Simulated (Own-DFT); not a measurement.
## Calculated data, GaP (zincblende, strained, atoms displaced)

Computed with Own-DFT development build. A calculation, not a measurement: plane-wave PBE density functional theory by an unreviewed code, no spin, of a simulated periodic cell, stress positive in tension, free energy of the whole cell less one offset for each atom, forces on such cells passed a denser k mesh, this cell's mesh not checked; offsets are fitted by least squares, one for each functional and potential file, so energies compare only between cells with the same atoms and settings and are not formation energies; the far tail of each file's local potential was reset to the Coulomb form; each entry is a single point on an unrelaxed cell, so the pressure reflects the starting lattice, mostly measured values (interpolated for alloys), from which strain is counted, and rises with the displacements; printed positions are rounded, which can move forces by about a meV/angstrom; the program, named Own-DFT, is a retired in-house code; no spin-orbit coupling.

Settings shared by all entries: functional PBE; potential files PseudoDojo norm-conserving, scalar-relativistic, standard set; wave cutoff 42 hartree; occupations Fermi-Dirac; smearing width 0.1 eV; hardware one NVIDIA H100; k mesh 3 x 3 x 3 centred on Gamma.

(1) GaP (zincblende, strained, atoms displaced)

```
cell vectors (Å)
  10.9889     0.1088    -0.0730
   0.1088    10.9296     0.1121
  -0.0730     0.1121    11.0167
atoms (fractions of the cell vectors)
Ga  0.99057  0.99325  0.99493
Ga  0.99610  0.24535  0.24438
Ga  0.25284  0.99044  0.25398
Ga  0.24506  0.24698  0.99904
P   0.12943  0.13138  0.12235
P   0.12466  0.38497  0.37057
P   0.37585  0.12532  0.37651
P   0.37472  0.37683  0.13110
Ga  0.00174  0.00439  0.50031
Ga  0.00320  0.25503  0.75580
Ga  0.24409  0.00393  0.75426
Ga  0.24791  0.24689  0.49858
P   0.12714  0.12772  0.62650
P   0.12173  0.37001  0.87793
P   0.37978  0.12001  0.87773
P   0.37366  0.37729  0.62026
Ga  0.00575  0.49908  0.01006
Ga  0.99947  0.75145  0.25192
Ga  0.24361  0.49782  0.25560
Ga  0.24641  0.75444  0.00842
P   0.12757  0.62129  0.12187
P   0.12704  0.87133  0.37069
P   0.36993  0.62811  0.37739
P   0.37339  0.87659  0.12557
Ga  0.99616  0.49940  0.50111
Ga  0.00619  0.75055  0.74262
Ga  0.25145  0.49835  0.75309
Ga  0.24343  0.74520  0.49111
P   0.12168  0.62547  0.62423
P   0.12775  0.87362  0.87540
P   0.37625  0.62774  0.87741
P   0.37345  0.87606  0.61971
Ga  0.49851  0.99958  0.99765
Ga  0.50147  0.24355  0.25362
Ga  0.75271  0.00563  0.24743
Ga  0.74600  0.25884  0.00353
P   0.62661  0.12251  0.12308
P   0.62108  0.37473  0.37489
P   0.87660  0.12480  0.37184
P   0.86686  0.37715  0.12254
Ga  0.50719  0.99435  0.50281
Ga  0.50114  0.25262  0.75281
Ga  0.75207  0.00065  0.74680
Ga  0.75801  0.25101  0.50202
P   0.63359  0.12413  0.62377
P   0.62651  0.37388  0.87329
P   0.86781  0.12191  0.87601
P   0.87457  0.38346  0.62774
Ga  0.50394  0.50824  0.99714
Ga  0.50447  0.74323  0.25590
Ga  0.74620  0.49611  0.24797
Ga  0.74895  0.74834  0.00547
P   0.62980  0.61738  0.11846
P   0.62011  0.87468  0.37844
P   0.87533  0.62674  0.37034
P   0.87121  0.87920  0.12005
Ga  0.49961  0.50294  0.49536
Ga  0.50014  0.75115  0.75376
Ga  0.75578  0.50573  0.75003
Ga  0.75858  0.74313  0.49109
P   0.62778  0.62414  0.62457
P   0.62836  0.87636  0.87353
P   0.87650  0.62511  0.87462
P   0.87399  0.87710  0.61993
```

It finds free energy of cell above offsets -33.972 eV; pressure 1.4 GPa; stress xx -1.33 GPa; stress yy -1.69 GPa; stress zz -1.19 GPa; stress yz 1.67 GPa; stress xz -0.88 GPa; stress xy 1.21 GPa; wall time 524.9 s.

Force:
```tsv
element	x (eV/Å)	y (eV/Å)	z (eV/Å)
Ga	1.214	0.731	0.099
Ga	0.491	0.708	0.08
Ga	0.047	1.284	-0.324
Ga	1.51	0.36	0.167
P	-0.954	-1.689	0.502
P	-1.275	-1.725	0.958
P	-0.073	-0.683	0.15
P	0.046	-0.007	-0.735
Ga	0.265	-0.502	0.071
Ga	-0.852	-0.806	-0.49
Ga	1.127	-0.559	-0.196
Ga	0.24	0.6	-0.174
P	-0.748	0.288	-0.153
P	0.423	1.131	0.018
P	-1.002	1.118	-0.749
P	0.025	-0.232	0.309
Ga	-0.826	-0.254	-1.027
Ga	0.046	-0.062	-0.862
Ga	1.47	0.593	-0.774
Ga	0.647	-0.409	-0.507
P	-0.296	0.794	0.869
P	-0.975	0.706	0.252
P	0.308	-0.588	-0.81
P	0.734	-0.506	0.119
Ga	0.457	0.241	-0.148
Ga	-0.662	0.285	0.75
Ga	-0.027	0.03	-0.041
Ga	0.54	0.304	1.441
P	0.541	-0.468	-0.358
P	-0.746	0.107	-0.187
P	-0.733	0.299	-0.173
P	-0.496	-0.207	0.516
Ga	0.771	-0.673	0.599
Ga	-0.08	0.293	-0.436
Ga	-0.348	-0.809	0.472
Ga	0.081	-1.167	-0.317
P	-0.541	0.563	-0.114
P	0.485	-0.201	0.062
P	-0.028	0.289	0.192
P	0.997	-0.026	0.391
Ga	-0.642	0.811	0.363
Ga	-0.009	-0.398	-0.489
Ga	0.161	-0.433	0.336
Ga	-0.332	0.253	-0.068
P	-0.967	0.535	-0.205
P	-0.278	0.912	-0.285
P	0.343	0.998	-0.235
P	0.262	-0.959	-0.188
Ga	-0.495	-1.415	0.15
Ga	-0.24	0.251	-0.693
Ga	0.243	-0.032	0.642
Ga	0.335	0.094	-0.782
P	-0.54	1.107	0.927
P	1.244	-0.271	-0.934
P	0.105	-0.84	-0.526
P	0.079	-0.719	0.942
Ga	0.152	-0.098	0.663
Ga	0.083	0.118	-0.575
Ga	-0.566	-0.278	0.426
Ga	-0.98	0.781	1.003
P	-0.289	0.412	-0.348
P	-0.295	-0.13	0.134
P	0.545	0.392	0.349
P	0.276	-0.242	-0.05
```

(2) GaP (zincblende, strained, atoms displaced)

```
cell vectors (Å)
  10.7041    -0.1007    -0.0174
  -0.1007    10.9726    -0.1488
  -0.0174    -0.1488    10.8666
atoms (fractions of the cell vectors)
Ga  0.00678  0.99763  0.00722
Ga  0.99798  0.25757  0.24802
Ga  0.24201  0.00199  0.25549
Ga  0.24417  0.25314  0.00077
P   0.12678  0.11856  0.11938
P   0.12033  0.37682  0.37523
P   0.37992  0.12604  0.37718
P   0.37683  0.37249  0.12712
Ga  0.00283  0.99806  0.49854
Ga  0.99617  0.23957  0.74971
Ga  0.25313  0.99961  0.75396
Ga  0.25414  0.25097  0.49325
P   0.12232  0.12113  0.62471
P   0.12297  0.37708  0.86520
P   0.36990  0.12694  0.86969
P   0.37437  0.37498  0.62938
Ga  0.00049  0.50298  0.99489
Ga  0.99975  0.75400  0.25142
Ga  0.24681  0.50246  0.24981
Ga  0.25234  0.74869  0.99236
P   0.12529  0.62723  0.11378
P   0.13090  0.87311  0.36776
P   0.36852  0.62246  0.37345
P   0.37006  0.87457  0.13502
Ga  0.99607  0.49236  0.50109
Ga  0.99283  0.74656  0.75036
Ga  0.24808  0.49545  0.74923
Ga  0.25075  0.75094  0.49182
P   0.12362  0.61864  0.62035
P   0.12518  0.86483  0.87262
P   0.37529  0.62463  0.88275
P   0.37252  0.87912  0.62834
Ga  0.50393  0.00301  0.99875
Ga  0.48952  0.25921  0.24982
Ga  0.74485  0.00280  0.24868
Ga  0.74825  0.24329  0.99957
P   0.62498  0.12439  0.11384
P   0.63284  0.37440  0.36796
P   0.87089  0.12619  0.37092
P   0.87484  0.38574  0.12448
Ga  0.49519  0.99772  0.50384
Ga  0.50199  0.25259  0.74822
Ga  0.74403  0.99683  0.74788
Ga  0.74758  0.25223  0.50118
P   0.62070  0.11472  0.62112
P   0.62474  0.36890  0.87453
P   0.87716  0.11853  0.87136
P   0.88477  0.38180  0.63436
Ga  0.50018  0.49373  0.99004
Ga  0.49771  0.75146  0.25873
Ga  0.74566  0.50475  0.24850
Ga  0.74888  0.75098  0.00409
P   0.62680  0.62521  0.12624
P   0.61870  0.87896  0.37894
P   0.86572  0.61946  0.38526
P   0.86457  0.87778  0.11945
Ga  0.50543  0.49368  0.50577
Ga  0.50924  0.74777  0.74438
Ga  0.75291  0.49940  0.75184
Ga  0.74829  0.74719  0.50165
P   0.62703  0.62307  0.62669
P   0.62741  0.87939  0.87710
P   0.87034  0.62129  0.88353
P   0.87157  0.87234  0.63338
```

The calculation gives: free energy of cell above offsets -32.368 eV; pressure 4.75 GPa; stress xx -5.66 GPa; stress yy -4.01 GPa; stress zz -4.59 GPa; stress yz -2.56 GPa; stress xz -0.55 GPa; stress xy -1.89 GPa; wall time 515 s.

Force:
```tsv
element	x (eV/Å)	y (eV/Å)	z (eV/Å)
Ga	-1.201	-1.073	-1.603
Ga	-0.366	-0.835	-0.631
Ga	1.068	0.615	-0.795
Ga	0.148	-0.072	-0.636
P	0.297	1.669	1.511
P	0.942	-0.2	-0.072
P	-0.283	-0.197	-0.371
P	-0.87	1.073	-0.716
Ga	-0.817	-0.419	-0.324
Ga	0.23	0.559	-0.181
Ga	-1.337	-0.369	-0.399
Ga	-0.775	-0.022	0.669
P	1.042	0.371	-0.15
P	-0.291	-0.799	1.188
P	0.983	0.556	1.146
P	0.371	-0.248	-0.557
Ga	-0.009	-0.641	-0.036
Ga	-1.012	-0.915	-0.762
Ga	-0.593	-0.265	-0.864
Ga	-0.116	0.679	1.064
P	0.09	0.087	1.346
P	-0.93	0.122	1.37
P	1.444	-0.208	0.752
P	0.584	0.27	-0.973
Ga	0.045	0.809	-0.353
Ga	0.194	-0.798	-0.106
Ga	0.247	1.146	-0.118
Ga	-0.273	-0.148	1.05
P	0.285	0.915	0.335
P	0.057	1.04	0.155
P	0.707	-0.39	-1.662
P	0.252	-1.167	-0.292
Ga	-1.803	-0.747	-0.332
Ga	1.328	-1.343	0.076
Ga	-0.476	-0.127	-0.245
Ga	0.996	0.816	-0.396
P	-0.251	0.685	2.22
P	-0.869	-0.084	0.829
P	0.758	0.112	0.54
P	-0.02	-1	-0.311
Ga	-0.585	-0.203	-0.578
Ga	-0.504	-0.998	-0.439
Ga	0.229	0.356	0.071
Ga	0.391	-0.147	0.366
P	0.809	1.699	0.717
P	0.908	0.315	-0.098
P	-0.148	-0.027	0.851
P	-1.151	-1.536	-0.318
Ga	-0.013	0.445	1.111
Ga	-0.276	-0.481	-0.883
Ga	0.339	0.047	-0.236
Ga	-0.748	-0.485	-0.783
P	-0.992	0.14	-0.147
P	1.019	-0.303	0.082
P	1.384	0.451	-0.91
P	1.51	0.318	1.416
Ga	-0.606	0.104	-0.91
Ga	-1.172	0.495	0.909
Ga	-0.573	-0.075	0.184
Ga	-0.385	0.821	0.116
P	0.459	-0.355	-0.082
P	-0.253	-0.971	-0.044
P	0.164	0.786	-0.635
P	0.423	0.148	-1.126
```

(3) GaP (zincblende, strained, atoms displaced)

```
cell vectors (Å)
  11.0001     0.0943    -0.1962
   0.0943    10.7150    -0.2098
  -0.1962    -0.2098    11.0547
atoms (fractions of the cell vectors)
Ga  0.99901  0.00397  0.99997
Ga  0.00224  0.25456  0.24157
Ga  0.25243  0.99643  0.25615
Ga  0.24785  0.24813  0.00676
P   0.12696  0.12859  0.14025
P   0.12956  0.37916  0.36819
P   0.38363  0.11897  0.37035
P   0.37088  0.36982  0.13075
Ga  0.00183  0.99266  0.50196
Ga  0.99427  0.25500  0.75203
Ga  0.25396  0.99809  0.75609
Ga  0.25278  0.25026  0.49881
P   0.12971  0.12469  0.63097
P   0.13062  0.37297  0.87318
P   0.37186  0.11991  0.87595
P   0.37706  0.37849  0.62487
Ga  0.99935  0.50417  0.00164
Ga  0.00163  0.75628  0.24731
Ga  0.25167  0.49756  0.24681
Ga  0.24821  0.75382  0.99867
P   0.11747  0.61925  0.12866
P   0.12725  0.88006  0.37410
P   0.37105  0.62708  0.37059
P   0.38007  0.87091  0.13151
Ga  0.00587  0.50189  0.50192
Ga  0.99312  0.74972  0.74858
Ga  0.25601  0.50704  0.74805
Ga  0.25266  0.74619  0.49889
P   0.12621  0.62095  0.62296
P   0.12382  0.87098  0.87784
P   0.37989  0.62285  0.87367
P   0.37190  0.87125  0.62837
Ga  0.50866  0.99975  0.00246
Ga  0.50386  0.24955  0.24783
Ga  0.74319  0.99124  0.24714
Ga  0.76309  0.24903  0.99305
P   0.63023  0.12262  0.12941
P   0.62644  0.37377  0.37589
P   0.87364  0.11714  0.38054
P   0.87155  0.37520  0.12597
Ga  0.50391  0.99205  0.49455
Ga  0.49423  0.24469  0.75674
Ga  0.75052  0.99427  0.74508
Ga  0.75194  0.24924  0.50031
P   0.62342  0.12352  0.62759
P   0.61969  0.37154  0.87349
P   0.87336  0.13066  0.87598
P   0.87482  0.38015  0.62701
Ga  0.49328  0.50289  0.99901
Ga  0.49705  0.76023  0.24896
Ga  0.74682  0.50007  0.25791
Ga  0.74703  0.75079  0.00206
P   0.62024  0.62323  0.12293
P   0.61718  0.88084  0.37341
P   0.87934  0.62597  0.36141
P   0.87632  0.87934  0.12155
Ga  0.50739  0.49604  0.49823
Ga  0.50208  0.75011  0.74893
Ga  0.74700  0.49556  0.74782
Ga  0.74840  0.75564  0.49683
P   0.62355  0.62488  0.62075
P   0.62783  0.86881  0.87309
P   0.88558  0.62753  0.88108
P   0.87204  0.87282  0.63088
```

It finds free energy of cell above offsets -32.293 eV; pressure 3.14 GPa; stress xx -2.67 GPa; stress yy -4.4 GPa; stress zz -2.34 GPa; stress yz -3.43 GPa; stress xz -3.08 GPa; stress xy 1.69 GPa; wall time 537.9 s.

Force:
```tsv
element	x (eV/Å)	y (eV/Å)	z (eV/Å)
Ga	0.351	0.158	0.356
Ga	-0.997	0.028	1.533
Ga	-0.016	-0.02	-0.386
Ga	-0.4	-0.528	-0.397
P	0.539	-1.026	-1.852
P	-0.252	-0.367	0.781
P	-0.199	0.971	0.679
P	1.091	0.586	-0.818
Ga	-0.16	0.609	0.643
Ga	0.575	-0.491	-0.112
Ga	-1.074	-0.648	-0.453
Ga	-0.122	-0.366	-0.177
P	-0.427	0.159	-0.444
P	-0.14	0.717	0.355
P	0.887	0.629	1.172
P	0.44	-0.289	-0.151
Ga	0.091	-1.546	-0.171
Ga	-0.16	-0.222	-0.047
Ga	-0.557	0.363	0.296
Ga	0.238	-1.121	0.724
P	1.503	1.106	-0.139
P	0.215	-0.766	0.328
P	1.24	-0.207	0.132
P	-1.239	1.489	-1.798
Ga	-0.896	-0.616	-0.966
Ga	0.812	-0.735	0.332
Ga	-0.639	-0.98	0.107
Ga	-0.733	0.015	0.084
P	0.26	1.409	0.528
P	-0.129	0.915	-0.604
P	-0.402	1.33	0.03
P	0.648	0.434	-0.467
Ga	-0.742	-0.338	-0.163
Ga	-0.291	-0.447	0.223
Ga	0.735	0.377	0.701
Ga	-2.182	0.69	1.16
P	0.294	0.894	-0.937
P	0.413	-0.124	-0.209
P	0.233	0.465	-0.801
P	0.256	0.729	-0.162
Ga	-1.291	1.072	1.779
Ga	-0.258	-0.129	-0.676
Ga	-0.706	0.754	1.024
Ga	-0.14	-0.44	0.37
P	0.043	0.146	-0.336
P	0.762	0.437	0.543
P	1.109	-1.433	-1.413
P	0.358	-0.152	-0.779
Ga	0.218	-1.217	0.486
Ga	0.45	-2.24	0.701
Ga	-0.473	-0.315	-0.984
Ga	0.354	-0.748	0.088
P	0.548	0.509	0.619
P	1.877	-1.16	-0.469
P	0.16	0.724	1.703
P	-0.119	-0.078	0.097
Ga	-1.39	0.259	-0.067
Ga	-0.427	-0.566	-0.105
Ga	-0.133	0.685	0.82
Ga	-0.057	-0.892	-0.382
P	0.793	0.499	0.233
P	0.189	0.912	0.031
P	-1.676	0.031	-0.934
P	0.744	0.106	-1.255
```

(4) GaP (zincblende, strained, atoms displaced)

```
cell vectors (Å)
  11.0033     0.2152     0.0121
   0.2152    10.7840    -0.1275
   0.0121    -0.1275    10.8574
atoms (fractions of the cell vectors)
Ga  0.00594  0.99231  0.00202
Ga  0.00304  0.25068  0.25301
Ga  0.24940  0.99855  0.24841
Ga  0.25028  0.24473  0.99558
P   0.12662  0.12446  0.12699
P   0.12696  0.37774  0.37914
P   0.37816  0.12687  0.38054
P   0.36706  0.37476  0.11852
Ga  0.99298  0.00727  0.50244
Ga  0.00874  0.25047  0.75634
Ga  0.24822  0.99450  0.73926
Ga  0.24680  0.24641  0.49581
P   0.11983  0.12224  0.61653
P   0.13269  0.36985  0.87050
P   0.37609  0.12231  0.86789
P   0.37191  0.36732  0.62182
Ga  0.00726  0.50134  0.99137
Ga  0.99475  0.74671  0.24072
Ga  0.25834  0.49778  0.25413
Ga  0.25186  0.74347  0.99685
P   0.13188  0.62484  0.12872
P   0.12075  0.87759  0.36943
P   0.36953  0.62455  0.37150
P   0.37637  0.87665  0.12624
Ga  0.00026  0.50325  0.49450
Ga  0.00063  0.74886  0.75381
Ga  0.24701  0.50178  0.75633
Ga  0.24771  0.75119  0.49795
P   0.12615  0.63678  0.62345
P   0.12882  0.87461  0.87501
P   0.37267  0.62633  0.86990
P   0.37530  0.87230  0.63133
Ga  0.49279  0.00352  0.00296
Ga  0.50722  0.25380  0.25405
Ga  0.74966  0.99375  0.25135
Ga  0.74592  0.25524  0.00384
P   0.62341  0.12824  0.12398
P   0.62323  0.37581  0.36804
P   0.87691  0.12333  0.38618
P   0.87625  0.37946  0.12946
Ga  0.50417  0.99330  0.49199
Ga  0.49719  0.25279  0.75726
Ga  0.74543  0.00519  0.75669
Ga  0.74704  0.24939  0.49736
P   0.62544  0.12376  0.63587
P   0.62802  0.37798  0.87374
P   0.88150  0.12152  0.87548
P   0.87534  0.38621  0.62206
Ga  0.49530  0.49345  0.99743
Ga  0.50116  0.74642  0.24703
Ga  0.75095  0.50452  0.24695
Ga  0.74946  0.75452  0.99950
P   0.62920  0.62012  0.12266
P   0.62633  0.87499  0.38422
P   0.88124  0.62312  0.37585
P   0.87769  0.87953  0.13152
Ga  0.50365  0.48969  0.50393
Ga  0.50233  0.74852  0.76164
Ga  0.75024  0.49509  0.75300
Ga  0.74372  0.74982  0.50403
P   0.61510  0.62546  0.62649
P   0.62974  0.87746  0.88594
P   0.87067  0.62991  0.87711
P   0.87389  0.87950  0.62813
```

The calculation gives: free energy of cell above offsets -32.442 eV; pressure 3.95 GPa; stress xx -3.23 GPa; stress yy -4.64 GPa; stress zz -3.98 GPa; stress yz -2.11 GPa; stress xz 0.8 GPa; stress xy 4 GPa; wall time 507.8 s.

Force:
```tsv
element	x (eV/Å)	y (eV/Å)	z (eV/Å)
Ga	-0.46	0.817	0.372
Ga	-0.506	0.063	0.419
Ga	0.09	0.305	0.861
Ga	-0.07	-0.326	0.575
P	0.042	0.075	-0.626
P	0.329	-0.287	-0.969
P	0.269	-0.458	-1.323
P	1.162	-0.67	0.28
Ga	0.577	-1.831	0.387
Ga	-1.258	-0.22	-0.996
Ga	-0.713	0.944	0.873
Ga	-0.216	0.063	0.787
P	0.866	0.497	0.752
P	-0.207	0.576	0.357
P	-0.407	-0.234	0.063
P	0.025	0.648	0.493
Ga	-0.443	0.137	0.985
Ga	0.584	-0.033	1.216
Ga	-1.163	-0.091	-0.08
Ga	-0.288	0.828	0.921
P	-0.213	-0.475	-0.855
P	-0.073	-0.125	0.287
P	1.537	0.022	0.665
P	0.05	-0.577	-0.582
Ga	0.394	0.204	1.446
Ga	-0.616	0.635	0.056
Ga	0.138	0.025	-1.448
Ga	0.036	0.69	0.074
P	-0.049	-1.537	-0.051
P	0.262	-0.38	-0.374
P	0.804	-0.727	0.439
P	1.101	-0.641	-1.456
Ga	0.294	-0.042	0.198
Ga	-1.651	-0.465	-0.581
Ga	-0.502	1.194	0.887
Ga	0.922	-0.442	0.029
P	0.381	-0.596	0.02
P	1.218	0.494	0.529
P	-0.778	0.716	-2.351
P	0.635	-0.526	-0.992
Ga	-1.349	1.393	2.424
Ga	0.124	0.003	-0.453
Ga	0.739	-0.579	0.253
Ga	-0.264	0.418	1.091
P	-0.519	0.465	-1.526
P	-0.332	-0.483	-0.006
P	-0.269	0.608	0.472
P	0.543	-1.383	-0.108
Ga	-0.084	0.724	0.34
Ga	-0.044	0.154	0.563
Ga	0.172	-0.104	1.023
Ga	0.348	-0.25	1.431
P	-0.631	0.569	-0.673
P	0.682	-1.142	-2.43
P	-1.269	0.91	-0.691
P	-0.185	-0.555	-1.507
Ga	-1.103	0.708	-0.084
Ga	-0.112	0.731	-0.202
Ga	-0.294	1.226	-0.206
Ga	0.983	-0.454	0.66
P	1.08	-0.448	0.005
P	-0.922	0.413	-1.049
P	0.765	-0.698	-0.584
P	-0.16	-0.478	-0.027
```
